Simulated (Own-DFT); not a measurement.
# Stretching a layer in its plane: wurtzite AlGaN with randomly placed atoms, 72 atoms (Al27Ga9N36)

No measurement is shown. These are fixed-geometry runs of a retired plane-wave code named Own-DFT, which no person has reviewed; spin and spin-orbit coupling are neglected.

Common settings: PBE; PseudoDojo norm-conserving scalar-relativistic files (stringent for Ga); cutoff 96 hartree; 4 x 4 x 3 k mesh centred on Gamma; Gaussian smearing of 0.01 eV.

Keep in mind: forces on such cells passed a denser k mesh, each cell not checked; stress not checked against mesh or cutoff.

Unstrained cell vectors in Å: (9.394, 0.000, 0.000); (-4.697, 8.135, 0.000); (0.000, 0.000, 10.066). The unstrained cell has measured lattice constants (interpolated for alloys), not those of this functional. That, the random moves and any unrelaxed bonds set the pressure at no strain. Each run strains x and y alike by e, as a substrate would, and holds the height along z. Random moves of width 0.05 Å per axis were added to every atom. The random placing of the alloy's atoms differs from row to row. Stress is positive in tension.

| e (%) | u (Å) | (s_xx + s_yy)/2 (GPa) | s_zz (GPa) |
|---|---|---|---|
| -3.00 | 0.049 | -25.27 | -12.52 |
| -2.25 | 0.049 | -20.94 | -9.68 |
| -0.75 | 0.049 | -10.84 | -6.64 |
| -0.50 | 0.052 | -7.77 | -9.73 |
| 1.00 | 0.049 | -1.55 | -3.12 |
| 1.25 | 0.045 | 1.58 | -6.40 |
| 1.75 | 0.050 | 2.77 | -3.11 |
| 2.00 | 0.054 | 3.97 | -4.75 |
| 2.75 | 0.051 | ? | ? |
| 3.00 | 0.045 | 8.60 | -2.12 |

## Analysis

With e as a fraction, the in-plane stress is -6.0 + 568 e - 2902 e² GPa (errors 14 and 857, scatter 0.82), and s_zz is -6.9 + 161 e GPa (slope ± 27, scatter 1.54). At e = 0 the first slope is C11 + C12 and the second 2 C13, both with the ions held to the strained lattice and at the cell's own pressure. The term in e² is negative: the layer stiffens under compression and softens under tension. A free layer would change its height as e changes, and the in-plane slope would drop by 2 C13²/C33 to the biaxial modulus. At fixed height, a misfit of 1 % moves the in-plane stress by about 5.7 GPa and s_zz by 1.6 GPa.

## The run left out

Question: what are the two stresses at e = 2.75 %?

The fit gives 7.4 and -2.5 GPa. DFT gave 7.69 and -3.32 GPa.
